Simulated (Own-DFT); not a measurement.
## Calculated data, Hf₃₆O₇₁ (tetragonal hafnia with one neutral oxygen vacancy, atoms displaced)

A calculation, not a measurement: plane-wave PBE and HSE06 DFT by an unreviewed code, no spin, of a simulated cell at Gamma alone, so results move with cell size and shape, stress positive in tension, energies less offsets, not probed for a lower state with spin; hafnium file: forces about 75 meV/angstrom off all-electron values; oxygen file: force components 24 meV/angstrom off all-electron in a glass; k mesh not checked against a denser one; forces and stress are PBE's, HSE06 gives the energy alone, and its difference from PBE has offsets of its own; offsets are fitted by least squares, one for each functional and potential file, so energies compare only between cells with the same atoms and settings and are not formation energies; the far tail of each file's local potential was reset to the Coulomb form; each entry is a single point on an unrelaxed cell, so the pressure reflects the starting lattice, taken from the Materials Project, from which strain is counted, and rises with the displacements; printed positions are rounded, which can move forces by about a meV/angstrom; the program is a retired in-house code; no spin-orbit coupling. Program: Own-DFT development build.

Settings shared by all entries: first functional PBE; second functional HSE06; exact exchange share 0.25; screening 0.11 1/bohr; exchange divergence Gygi-Baldereschi; potential files PseudoDojo norm-conserving, scalar-relativistic, made for PBE, standard set; wave cutoff 48 hartree; occupations fixed; k mesh 1 x 1 x 1 centred on Gamma.

(1) Hf₃₆O₇₁ (tetragonal hafnia with one neutral oxygen vacancy, atoms displaced)

```cif
# cell vector a (Å): 10.7800 0.0000 0.0000
# cell vector b (Å): 0.0000 10.7800 0.0000
# cell vector c (Å): 0.0000 0.0000 10.4493
data_Hf36O71
_symmetry_space_group_name_H-M 'P 1'
_symmetry_Int_Tables_number 1
_cell_length_a 10.7800
_cell_length_b 10.7800
_cell_length_c 10.4493
_cell_angle_alpha 90.000
_cell_angle_beta 90.000
_cell_angle_gamma 90.000
_cell_volume 1214.30
loop_
_atom_site_label
_atom_site_type_symbol
_atom_site_fract_x
_atom_site_fract_y
_atom_site_fract_z
_atom_site_occupancy
Hf1 Hf 0.00041 0.01468 0.00090 1
Hf2 Hf 0.16147 0.17268 0.25000 1
O1 O 0.98767 0.17294 0.15546 1
O2 O 0.16721 0.00571 0.35574 1
O3 O 0.98751 0.16268 0.40282 1
O4 O 0.16205 0.01161 0.10019 1
Hf3 Hf 0.00354 0.00006 0.48376 1
Hf4 Hf 0.16429 0.16289 0.74589 1
O5 O 0.01448 0.17322 0.63858 1
O6 O 0.17473 0.99946 0.85521 1
O7 O 0.01135 0.16725 0.90693 1
O8 O 0.17574 0.00400 0.59374 1
Hf5 Hf 0.00891 0.32916 0.00056 1
Hf6 Hf 0.16878 0.49162 0.25153 1
O9 O 0.01625 0.50074 0.15616 1
O10 O 0.17937 0.33352 0.35895 1
O11 O 0.00309 0.49303 0.39976 1
O12 O 0.16858 0.33126 0.08628 1
Hf7 Hf 0.99644 0.34328 0.48514 1
Hf8 Hf 0.16722 0.49870 0.74557 1
O13 O 0.00869 0.50545 0.64751 1
O14 O 0.17344 0.32224 0.83807 1
O15 O 0.00624 0.50603 0.90640 1
O16 O 0.16554 0.31555 0.59022 1
Hf9 Hf 0.98865 0.66830 0.00804 1
Hf10 Hf 0.16893 0.84861 0.24962 1
O17 O 0.00341 0.83925 0.16485 1
O18 O 0.16950 0.66269 0.34632 1
O19 O 0.01192 0.83157 0.39020 1
O20 O 0.17328 0.66934 0.09968 1
Hf11 Hf 0.99468 0.66151 0.51091 1
Hf12 Hf 0.15872 0.82544 0.75062 1
O21 O 0.99861 0.84438 0.65405 1
O22 O 0.18001 0.66235 0.86397 1
O23 O 0.01033 0.83901 0.89237 1
O24 O 0.17142 0.67039 0.58920 1
Hf13 Hf 0.33796 0.00112 0.00218 1
Hf14 Hf 0.49404 0.17074 0.26713 1
O25 O 0.33274 0.16728 0.15422 1
O26 O 0.49889 0.99670 0.34741 1
O27 O 0.33330 0.17353 0.40503 1
O28 O 0.50855 0.00398 0.10084 1
Hf15 Hf 0.32779 0.00602 0.50264 1
Hf16 Hf 0.50467 0.16569 0.75189 1
O29 O 0.33329 0.17528 0.65508 1
O30 O 0.51353 0.99595 0.84064 1
O31 O 0.32180 0.16891 0.91276 1
O32 O 0.50167 0.98263 0.58751 1
Hf17 Hf 0.32959 0.32594 0.99679 1
Hf18 Hf 0.50483 0.49957 0.25456 1
O33 O 0.34360 0.50114 0.15378 1
O34 O 0.50096 0.34249 0.34569 1
O35 O 0.33744 0.52223 0.39582 1
O36 O 0.50121 0.34353 0.09410 1
Hf19 Hf 0.34536 0.33854 0.49758 1
Hf20 Hf 0.50234 0.51046 0.75600 1
O37 O 0.33229 0.49199 0.64420 1
O38 O 0.50885 0.34011 0.84676 1
O39 O 0.32709 0.49945 0.90421 1
O40 O 0.49047 0.33371 0.61182 1
Hf21 Hf 0.33288 0.65331 0.00335 1
Hf22 Hf 0.51229 0.83301 0.25770 1
O41 O 0.33894 0.84272 0.15278 1
O42 O 0.50707 0.66344 0.34018 1
O43 O 0.33177 0.82977 0.40274 1
O44 O 0.49750 0.67342 0.09346 1
Hf23 Hf 0.33617 0.67780 0.48091 1
Hf24 Hf 0.50820 0.83353 0.75582 1
O45 O 0.33043 0.82749 0.66822 1
O46 O 0.49667 0.67269 0.84312 1
O47 O 0.32554 0.83153 0.89924 1
O48 O 0.49549 0.65774 0.60826 1
Hf25 Hf 0.67996 0.98971 0.99422 1
Hf26 Hf 0.82710 0.16830 0.25052 1
O49 O 0.67200 0.16053 0.15858 1
O50 O 0.83253 0.98898 0.35043 1
O51 O 0.66142 0.17714 0.40876 1
O52 O 0.83080 0.00421 0.10654 1
Hf27 Hf 0.65866 0.00462 0.50105 1
Hf28 Hf 0.83404 0.16786 0.74532 1
O53 O 0.65448 0.18603 0.65969 1
O54 O 0.84062 0.99679 0.82832 1
O55 O 0.67506 0.15654 0.89233 1
O56 O 0.83888 0.99063 0.59775 1
Hf29 Hf 0.66536 0.33899 0.00533 1
Hf30 Hf 0.82261 0.51040 0.25493 1
O57 O 0.66264 0.50082 0.15502 1
O58 O 0.83659 0.31874 0.33508 1
O59 O 0.66340 0.51332 0.39899 1
O60 O 0.82399 0.32904 0.10212 1
Hf31 Hf 0.66322 0.33682 0.49342 1
Hf32 Hf 0.82178 0.50432 0.76169 1
O61 O 0.66358 0.50250 0.65818 1
O62 O 0.66800 0.50659 0.91377 1
O63 O 0.84045 0.34251 0.60093 1
Hf33 Hf 0.67101 0.66039 0.00411 1
Hf34 Hf 0.83479 0.84316 0.23368 1
O64 O 0.67115 0.83256 0.15880 1
O65 O 0.83365 0.66403 0.33812 1
O66 O 0.67030 0.83506 0.41062 1
O67 O 0.83757 0.66407 0.08778 1
Hf35 Hf 0.66885 0.66036 0.51285 1
Hf36 Hf 0.83311 0.83021 0.75321 1
O68 O 0.66569 0.82359 0.66608 1
O69 O 0.84687 0.66593 0.84133 1
O70 O 0.67075 0.82614 0.90566 1
O71 O 0.82660 0.66206 0.60349 1
```

- PBE energy of cell above offsets: -86.978 eV
- HSE06 less PBE above offsets: 0.651 eV
- PBE pressure: 5.76 GPa
- PBE stress xx: -4.26 GPa
- PBE stress yy: -7.06 GPa
- PBE stress zz: -5.95 GPa
- PBE stress yz: -0.91 GPa
- PBE stress xz: -0.38 GPa
- PBE stress xy: -0.19 GPa

Force:
```tsv
element	x (eV/Å)	y (eV/Å)	z (eV/Å)
Hf	1.442	-3.179	-0.283
Hf	0.53	-0.758	0.118
O	2.389	0.095	-0.952
O	0.487	1.293	-0.912
O	0.898	1.287	-1.394
O	0.083	0.078	0.705
Hf	-0.686	-1.294	2.486
Hf	1.005	-0.696	-0.901
O	-3.618	-1.287	1.745
O	-0.853	0.303	-0.882
O	-1.297	0.813	-1.274
O	-1.932	-0.407	0.648
Hf	-2.45	2.222	-0.477
Hf	2.35	3.557	0.436
O	-3.623	-0.205	-0.731
O	-1.014	-0.324	-2.231
O	-0.812	3.476	-1.342
O	-0.025	-0.396	2.3
Hf	1.574	-4.642	4.135
Hf	1.861	0.189	0.636
O	-1.799	0.348	0.082
O	-0.761	2.642	1.106
O	-0.869	-1.662	0.132
O	0.498	1.931	-0.851
Hf	7.976	0.269	-2.924
Hf	1.183	-3.39	-0.166
O	-0.424	-0.258	-3.119
O	-0.449	0.35	-0.561
O	-0.485	-0.244	1.972
O	-1.455	0.243	0.4
Hf	2.84	1.117	-1.498
Hf	2.896	0.017	1.775
O	-0.487	-1.552	-1.302
O	-1.544	-0.203	-3.02
O	-1.508	-0.535	2.454
O	-1.537	0.095	0.864
Hf	-0.463	-2.715	-0.222
Hf	0.353	-1.945	-3.286
O	0.156	0.431	1.178
O	0.384	1.676	0.613
O	1.249	-1.118	-0.734
O	0.45	-0.105	-1.172
Hf	0.995	-0.874	0.268
Hf	-2.354	1.526	1.359
O	1.536	-1.471	-0.009
O	-0.476	1.351	1.093
O	1.663	-1.515	-1.117
O	-0.662	0.944	1.142
Hf	2.071	2.147	-0.263
Hf	-2.743	1.907	-1.983
O	-1.435	-0.51	0.055
O	0.251	-1.423	2.064
O	0.704	-4.766	-0.647
O	-0.139	-1.014	0.585
Hf	-3.255	1.887	2.365
Hf	-3.225	-1.046	-1.435
O	-0.323	0.028	1.275
O	0.031	-1.274	0.702
O	0.883	-2.077	-0.828
O	2.74	0.204	-2.33
Hf	-1.492	2.849	-0.27
Hf	-1.988	-0.179	-1.674
O	-0.124	0.806	1.015
O	0.138	1.814	1.141
O	0.132	4.581	-1.721
O	2.495	-0.132	0.215
Hf	-0.918	-2.299	4.714
Hf	-4.185	-0.485	-1.029
O	0.994	0.668	-1.557
O	0.825	-1.419	1.909
O	1.251	0.981	2.033
O	1.204	0.357	-1.91
Hf	-3.028	2.296	0.739
Hf	0.233	-3.185	-0.586
O	-2.693	0.742	-0.138
O	-0.163	1.592	-0.323
O	-0.409	-1.557	-0.31
O	1.216	-0.992	-1.685
Hf	2.55	-1.69	-0.418
Hf	0.208	0.496	-0.956
O	3.492	-0.736	-2.297
O	-0.217	1.321	2.785
O	0.733	1.029	1.319
O	-2.036	1.442	-1.001
Hf	-0.41	-2.472	-0.657
Hf	2.1	-2.859	-1.226
O	1.57	0.61	-0.691
O	-0.727	5.808	3.034
O	1.223	-3.027	0.24
O	1.624	0.924	-1.531
Hf	0.181	0.771	3.087
Hf	2.198	-2.354	-1.345
O	0.731	-0.28	-0.364
O	0.923	-1.08	-2.046
O	-1.723	-0.209	-0.605
Hf	-3.443	2.537	0.958
Hf	1.117	-0.199	4.147
O	-0.415	-0.417	-1.73
O	0.347	1.89	1.118
O	-0.835	-0.637	0.373
O	-3.243	-0.344	2.964
Hf	-2.78	2.811	-0.242
Hf	1.241	1.023	-1.819
O	1.322	0.005	-1.435
O	-0.455	0.062	1.694
O	0.84	-0.336	0.293
O	1.62	-0.062	-0.064
```

(2) Hf₃₆O₇₁ (tetragonal hafnia with one neutral oxygen vacancy, atoms displaced)

```cif
# cell vector a (Å): 10.7800 0.0000 0.0000
# cell vector b (Å): 0.0000 10.7800 0.0000
# cell vector c (Å): 0.0000 0.0000 10.4493
data_Hf36O71
_symmetry_space_group_name_H-M 'P 1'
_symmetry_Int_Tables_number 1
_cell_length_a 10.7800
_cell_length_b 10.7800
_cell_length_c 10.4493
_cell_angle_alpha 90.000
_cell_angle_beta 90.000
_cell_angle_gamma 90.000
_cell_volume 1214.30
loop_
_atom_site_label
_atom_site_type_symbol
_atom_site_fract_x
_atom_site_fract_y
_atom_site_fract_z
_atom_site_occupancy
Hf1 Hf 0.00207 0.00023 0.00059 1
Hf2 Hf 0.16344 0.16549 0.24751 1
O1 O 0.00010 0.16311 0.14803 1
O2 O 0.16686 0.00045 0.34685 1
O3 O 0.00169 0.16828 0.39883 1
O4 O 0.16917 0.99672 0.09326 1
Hf3 Hf 0.99832 0.00173 0.50029 1
Hf4 Hf 0.16500 0.16392 0.74729 1
O5 O 0.00108 0.16593 0.64338 1
O6 O 0.16722 0.00346 0.85016 1
O7 O 0.00516 0.16988 0.90333 1
O8 O 0.16465 0.00416 0.59801 1
Hf5 Hf 0.99981 0.33303 0.99630 1
Hf6 Hf 0.16837 0.49577 0.24981 1
O9 O 0.99472 0.50522 0.15544 1
O10 O 0.16520 0.33748 0.34605 1
O11 O 0.00087 0.50155 0.40357 1
O12 O 0.16659 0.33854 0.09698 1
Hf7 Hf 0.99954 0.33734 0.50245 1
Hf8 Hf 0.17011 0.50321 0.74932 1
O13 O 0.99412 0.50508 0.65067 1
O14 O 0.16314 0.32689 0.84786 1
O15 O 0.99825 0.49769 0.90354 1
O16 O 0.16313 0.33324 0.59818 1
Hf9 Hf 0.99676 0.66747 0.00208 1
Hf10 Hf 0.16539 0.82986 0.25239 1
O17 O 0.00120 0.83132 0.15098 1
O18 O 0.16560 0.66752 0.34857 1
O19 O 0.99956 0.82976 0.39997 1
O20 O 0.16307 0.66925 0.09918 1
Hf11 Hf 0.00583 0.66736 0.50506 1
Hf12 Hf 0.16996 0.83312 0.75099 1
O21 O 0.99875 0.83483 0.64968 1
O22 O 0.16860 0.66277 0.84821 1
O23 O 0.99839 0.83695 0.90288 1
O24 O 0.16771 0.66240 0.60125 1
Hf13 Hf 0.33576 0.99955 0.99854 1
Hf14 Hf 0.49919 0.16685 0.24928 1
O25 O 0.33195 0.16736 0.15872 1
O26 O 0.50114 0.00128 0.34646 1
O27 O 0.33353 0.16760 0.39939 1
O28 O 0.50374 0.00192 0.09332 1
Hf15 Hf 0.33712 0.00546 0.50187 1
Hf16 Hf 0.50199 0.16332 0.75312 1
O29 O 0.33097 0.16526 0.64868 1
O30 O 0.50021 0.00231 0.84558 1
O31 O 0.32873 0.16959 0.90202 1
O32 O 0.49954 0.00276 0.59636 1
Hf17 Hf 0.33403 0.33335 0.99822 1
Hf18 Hf 0.50216 0.49532 0.24995 1
O33 O 0.32994 0.50171 0.14838 1
O34 O 0.50142 0.33028 0.35277 1
O35 O 0.32737 0.50253 0.40312 1
O36 O 0.49604 0.33670 0.09537 1
Hf19 Hf 0.33231 0.33627 0.50263 1
Hf20 Hf 0.50323 0.50313 0.75060 1
O37 O 0.33010 0.50151 0.65416 1
O38 O 0.33571 0.50027 0.90265 1
O39 O 0.50164 0.33547 0.59944 1
Hf21 Hf 0.33266 0.66862 0.99484 1
Hf22 Hf 0.49975 0.83052 0.24683 1
O40 O 0.33154 0.83248 0.15260 1
O41 O 0.49759 0.66538 0.34369 1
O42 O 0.33203 0.83258 0.40146 1
O43 O 0.50138 0.66364 0.09473 1
Hf23 Hf 0.33324 0.67090 0.49842 1
Hf24 Hf 0.50245 0.83261 0.75072 1
O44 O 0.32747 0.83419 0.65455 1
O45 O 0.49741 0.66284 0.84673 1
O46 O 0.33148 0.83109 0.90710 1
O47 O 0.50499 0.67083 0.60291 1
Hf25 Hf 0.66932 0.00140 0.00265 1
Hf26 Hf 0.83258 0.16571 0.25423 1
O48 O 0.66357 0.16840 0.15125 1
O49 O 0.83508 0.99892 0.34378 1
O50 O 0.66605 0.16195 0.40506 1
O51 O 0.83498 0.00272 0.09871 1
Hf27 Hf 0.66542 0.00301 0.49644 1
Hf28 Hf 0.83220 0.16210 0.75036 1
O52 O 0.66964 0.16205 0.65699 1
O53 O 0.82899 0.99437 0.85018 1
O54 O 0.67150 0.16227 0.90401 1
O55 O 0.83027 0.00139 0.59689 1
Hf29 Hf 0.66679 0.33208 0.00229 1
Hf30 Hf 0.82921 0.50313 0.24935 1
O56 O 0.67049 0.49762 0.15154 1
O57 O 0.83264 0.33772 0.34844 1
O58 O 0.66592 0.49982 0.39985 1
O59 O 0.83455 0.33312 0.09346 1
Hf31 Hf 0.66665 0.33190 0.49954 1
Hf32 Hf 0.83028 0.50050 0.75187 1
O60 O 0.66377 0.49542 0.65450 1
O61 O 0.83314 0.33256 0.84814 1
O62 O 0.66652 0.50830 0.90547 1
O63 O 0.83245 0.33189 0.59714 1
Hf33 Hf 0.66493 0.66487 0.00127 1
Hf34 Hf 0.83038 0.83219 0.25303 1
O64 O 0.67004 0.83539 0.15318 1
O65 O 0.83203 0.66766 0.34898 1
O66 O 0.66575 0.83301 0.40221 1
O67 O 0.83379 0.66842 0.09663 1
Hf35 Hf 0.66523 0.66504 0.49981 1
Hf36 Hf 0.82853 0.83515 0.75021 1
O68 O 0.66742 0.83391 0.65081 1
O69 O 0.83248 0.66596 0.84424 1
O70 O 0.67033 0.83187 0.90353 1
O71 O 0.83240 0.66812 0.59415 1
```

* PBE energy of cell above offsets: -100.946 eV
* HSE06 less PBE above offsets: -0.158 eV
* PBE pressure: 1.01 GPa
* PBE stress xx: -0.47 GPa
* PBE stress yy: -0.97 GPa
* PBE stress zz: -1.58 GPa
* PBE stress yz: 0.4 GPa
* PBE stress xz: 0.04 GPa
* PBE stress xy: -0.01 GPa

Force:
```tsv
element	x (eV/Å)	y (eV/Å)	z (eV/Å)
Hf	0.048	0.086	0.213
Hf	-0.174	0.104	0.599
O	-0.223	0.162	0.593
O	-0.119	-0.052	-0.115
O	-0.41	0.089	-0.017
O	0.136	0.364	0.321
Hf	0.517	-0.344	-0.318
Hf	-0.276	0.47	0.05
O	-0.778	-0.186	1.02
O	0.276	-1.014	-0.496
O	-0.771	-1.304	-0.728
O	0.471	-0.429	-0.181
Hf	0.317	0.301	0.349
Hf	-0.928	1.067	-0.542
O	0.601	-0.181	-0.068
O	0.218	-1.327	0.338
O	0.038	0.069	0.321
O	-0.199	-0.247	0.053
Hf	-0.227	-0.043	-0.633
Hf	-1.362	-1.366	0.346
O	0.802	-0.326	0.526
O	0.385	1.49	-0.456
O	0.027	0.698	-0.186
O	0.744	0.305	-0.109
Hf	0.536	-0.032	0.064
Hf	-0.472	0.277	-0.44
O	-0.63	0.35	0.302
O	0.322	-0.37	0.466
O	0.067	0.782	0.442
O	0.686	-0.038	-0.616
Hf	-1.21	-0.238	-0.819
Hf	-1.874	0.422	0.406
O	0.473	-0.051	0.525
O	0.102	0.957	0.073
O	0.279	-0.754	-0.194
O	0.535	0.332	0.039
Hf	-0.722	0.387	0.455
Hf	-0.632	-0.36	0.228
O	0.416	-0.101	-0.954
O	-0.133	-0.42	-0.192
O	0.078	0.351	0.744
O	-0.82	-0.155	0.387
Hf	-1.346	0.029	-0.757
Hf	-0.39	1.381	-0.558
O	0.916	0.098	0.419
O	-0.281	-0.959	0.165
O	1.143	-0.563	0.017
O	0.348	-0.299	0.317
Hf	-1.185	0.502	0.019
Hf	-0.709	0.428	-0.417
O	1.1	-0.011	0.727
O	0.037	0.511	-0.558
O	0.64	-0.287	0.146
O	0.873	-0.06	0.071
Hf	-0.29	-0.47	-0.146
Hf	-0.789	-1.408	0.126
O	1.377	-0.187	-0.321
O	0.114	-0.624	-0.46
O	-0.448	-0.287	0.165
Hf	-0.738	-1.195	1.745
Hf	-0.102	0.361	0.175
O	0.916	0.054	-0.022
O	0.079	-0.234	0.323
O	0.371	0.495	0.439
O	-0.29	0.311	0.346
Hf	-0.085	-0.398	-0.017
Hf	0.162	-0.319	-0.319
O	1.597	-0.062	-0.157
O	-0.051	1.551	0.144
O	0.23	1.014	-1.118
O	-1.176	-0.049	-0.535
Hf	0.861	-0.739	0.009
Hf	0.856	0.544	-0.961
O	0.447	0.285	0.335
O	-0.2	0.356	0.755
O	0.334	1.358	-0.602
O	-0.376	0.114	-0.038
Hf	0.077	-1.51	0.709
Hf	0.838	0.504	0.123
O	-0.964	0.243	-0.339
O	0.306	1.265	-0.266
O	-0.593	0.991	-0.181
O	0.3	0.01	-0.054
Hf	0.482	0.134	-0.516
Hf	1.616	0.077	0.518
O	-1.363	-0.063	-0.175
O	-0.376	-0.916	-0.189
O	-0.455	-0.147	0.346
O	-0.303	-0.255	0.456
Hf	0.312	0.485	0.251
Hf	0.737	-0.178	-0.17
O	0.548	0.291	-0.406
O	-0.37	-0.17	-0.314
O	-0.398	-2.08	-0.603
O	-0.287	-0.081	0.042
Hf	0.825	1.073	0.228
Hf	1.284	-0.467	-0.39
O	-1.033	-0.061	-0.037
O	-0.445	-0.245	-0.337
O	-0.136	0.029	0.025
O	-0.89	0.011	0.128
Hf	1.197	0.518	-0.22
Hf	1.035	-0.891	-0.241
O	-0.779	0.201	0.361
O	0.156	0.32	0.157
O	-0.841	0.058	-0.267
O	-0.538	-0.11	0.109
```
